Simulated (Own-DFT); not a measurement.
# What random displacements cost in 3C SiC, 64 atoms (C32Si32)

These are calculations, not measurements. They come from Own-DFT, an in-house plane-wave density functional program, since retired, whose code no person has reviewed. Each row is one single-point run on a periodic cell that was not relaxed, without spin or spin-orbit coupling.

Settings of every run: PBE; PseudoDojo norm-conserving scalar-relativistic files; cutoff 42 hartree; 4 x 4 x 4 k mesh centred on Gamma; Fermi-Dirac smearing of 0.1 eV.

Known limits, some of them of some rows only: some atoms lie very close together; forces on such cells passed a denser k mesh, each cell not checked; stress not checked against mesh or cutoff.

Cell vectors in Å: (8.719, 0.000, 0.000); (0.000, 8.719, 0.000); (0.000, 0.000, 8.719). In each run every atom was moved at random and independently from its ideal site; u is the rms move along one axis. E is the free energy for each atom above the fitted value at u = 0, and F the rms of the force components.

```
run   u (Å)  E (meV/atom)  F (eV/Å)  largest force (eV/Å)  P (GPa)
  1  0.0303          33.7     0.853                  3.09     3.78
  2  0.0324             ?         ?                     ?        ?
  3  0.0590         141.2     1.906                  8.22     6.12
  4  0.0611         130.9     1.698                  7.93     6.44
  5  0.0619         160.2     2.071                  7.71     6.93
  6  0.0868         288.3     2.708                 11.35     9.94
  7  0.0964         342.5     2.754                  8.72    10.92
  8  0.1027         385.3     3.184                 11.66    12.19
  9  0.1504         817.0     5.363                 21.71    22.60
```

## Worked fit

For small independent moves the energy grows as E = (3/2) K u², with K the mean stiffness felt by one atom. The runs with u up to 0.11 Å give K = 25.3 ± 0.9 eV/Å², with residuals divided by u² + 0.0006 Å², since the noise grows with the moves. The scatter is 7.1 meV/atom at u = 0.05 Å. The forces follow F = G u with G = 30.4 eV/Å²; no force at u = 0 is resolved. G exceeds K because the moves of its neighbours add to the force on an atom, and stiffness differs between atoms. At u = 0.150 Å the parabola gives 860 meV/atom and the run 817. The pressure follows P = 3.26 + 852 u² GPa: at fixed volume, shortened bonds push harder than stretched ones pull.

## Withheld run

Question: what energy and rms force should run 2 give?

The fit gives 40 ± 4 meV/atom and about 0.99 eV/Å. The calculation gave 35.8 meV/atom and 0.855 eV/Å.
